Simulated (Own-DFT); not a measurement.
# Strain and stress in wurtzite GaN, 96 atoms (Ga48N48)

These are calculations, not measurements. They come from Own-DFT, an in-house plane-wave density functional program, since retired, whose code no person has reviewed. Each row is one single-point run on a periodic cell that was not relaxed, without spin or spin-orbit coupling.

Settings of every run: PBE; PseudoDojo norm-conserving scalar-relativistic files; cutoff 42 hartree; 3 x 4 x 3 k mesh centred on Gamma; Fermi-Dirac smearing of 0.1 eV.

Known limits: forces on such cells passed a denser k mesh, each cell not checked; stress not checked against mesh or cutoff.

Unstrained cell vectors in Å: (12.756, 0.000, 0.000); (-4.783, 8.285, 0.000); (0.000, 0.000, 10.370). The unstrained cell has measured lattice constants (interpolated for alloys), not those of this functional. That, the random moves and any unrelaxed bonds set the pressure at no strain. Each run strains this cell uniformly, with the atoms carried along. Every atom was also moved at random, by a Gaussian of width 0.05 Å on each axis. Strain is the symmetric tensor, in per cent. Stress is positive in tension, and the pressure is minus a third of its trace.

```
run,e_xx (%),e_yy (%),e_zz (%),e_yz (%),e_xz (%),e_xy (%),s_xx (GPa),s_yy (GPa),s_zz (GPa),s_yz (GPa),s_xz (GPa),s_xy (GPa),P (GPa),E (meV/atom)
1,0.77,-0.94,0.36,-0.32,-1.96,1.95,-5.26,-12.64,-6.22,-0.42,-3.76,6.85,8.04,42.3
2,-1.48,-1.54,1.54,1.49,-1.62,0.81,-16.09,-14.77,-3.12,3.14,-3.52,1.75,11.33,45.2
3,-1.87,-1.41,-0.41,1.63,-0.30,0.25,-17.71,-15.47,-13.79,3.35,-0.24,0.13,15.66,54.4
4,-0.15,-1.42,1.11,1.46,-0.12,1.19,-8.28,-14.31,-4.67,3.01,0.73,3.23,9.09,36.6
5,0.57,1.34,0.63,-0.93,-0.63,1.04,-4.85,-0.69,-3.81,-2.02,-1.71,3.03,3.12,13.6
6,0.81,1.31,0.40,0.71,1.83,0.35,-2.92,-1.42,-3.47,1.09,3.61,2.13,2.60,2.8
7,1.47,-0.33,1.78,-1.85,-0.99,-1.29,-0.94,-5.16,0.18,-3.59,-2.28,-3.68,1.97,6.0
8,0.92,-0.21,1.01,-0.91,0.21,0.38,-3.84,-4.81,-2.99,-1.43,0.40,1.34,3.88,0.0
9,1.86,0.26,0.89,-1.64,-0.95,0.96,-0.36,-3.17,-1.64,-3.58,-1.98,2.62,1.72,1.6
10,-1.00,-0.31,1.28,-1.68,0.34,-1.17,-10.64,-9.91,-2.78,-3.68,0.71,-3.24,7.78,24.2
11,1.90,0.81,1.70,-0.25,0.59,0.88,2.50,-1.78,0.90,-0.12,1.18,1.42,-0.54,0.1
12,0.08,-1.41,-1.20,-0.21,0.39,-0.23,-9.86,-13.62,-14.90,-0.20,0.68,-0.68,12.79,31.1
13,-0.54,0.92,1.57,0.46,-1.07,1.83,-8.63,-3.13,-0.63,0.95,-2.02,4.98,4.13,17.6
14,0.96,-0.49,-0.71,-0.83,0.28,1.95,-3.16,-10.09,-10.72,-1.44,1.17,5.50,7.99,18.4
15,-1.28,0.65,1.81,-0.04,1.55,1.88,-11.81,-5.09,-1.06,-1.34,3.31,6.10,5.99,39.2
16,-0.99,0.98,0.55,-1.58,-1.80,-0.23,-9.36,-5.30,-5.66,-3.01,-4.08,-0.46,6.77,24.8
17,1.81,-1.49,0.64,-1.50,-0.08,-0.71,?,?,?,?,?,?,?,?
```

E is the free energy for each atom above the lowest run shown.

## Worked fit

Each stress component was fitted by least squares to a constant and the strains of the runs shown, as fractions, with shears doubled. Shear strains stay in the fit of a normal stress only where such slopes are resolved. The slopes, in GPa:

```
stress  at no strain  per e_xx  per e_yy  per e_zz  scatter
  s_xx          -7.7  421 ± 21  105 ± 26   40 ± 29     0.95
  s_yy          -7.9  119 ± 25  418 ± 31   76 ± 34     1.14
  s_zz          -8.1   87 ± 15   92 ± 19  445 ± 20     0.68
```

Each shear stress against twice its own strain: yz 108 ± 5, xz 108 ± 4, xy 150 ± 11 GPa. These are stiffnesses along x, y and z of the frame in which the cell vectors are given, which need not be the crystal's axes. The atoms are held to the strained lattice; where symmetry lets them move under strain, relaxing them would lower some slopes. The table should be nearly symmetric about its diagonal, and what it lacks of that shows the noise. A ninth of its sum, 200 ± 4 GPa, estimates the bulk modulus near the mean pressure of these runs, 6.4 GPa, so it lies above the value at zero pressure.

## Withheld run

Question: what normal stresses and pressure should run 17 give?

The fit gives s_xx = -1.4, s_yy = -11.5, s_zz = -5.1 and P = 6.0 GPa. The calculation gave -0.39, -10.61, -7.79 and P = 6.26 GPa. This run lies off the fit, by chance or by something that the fit leaves out.
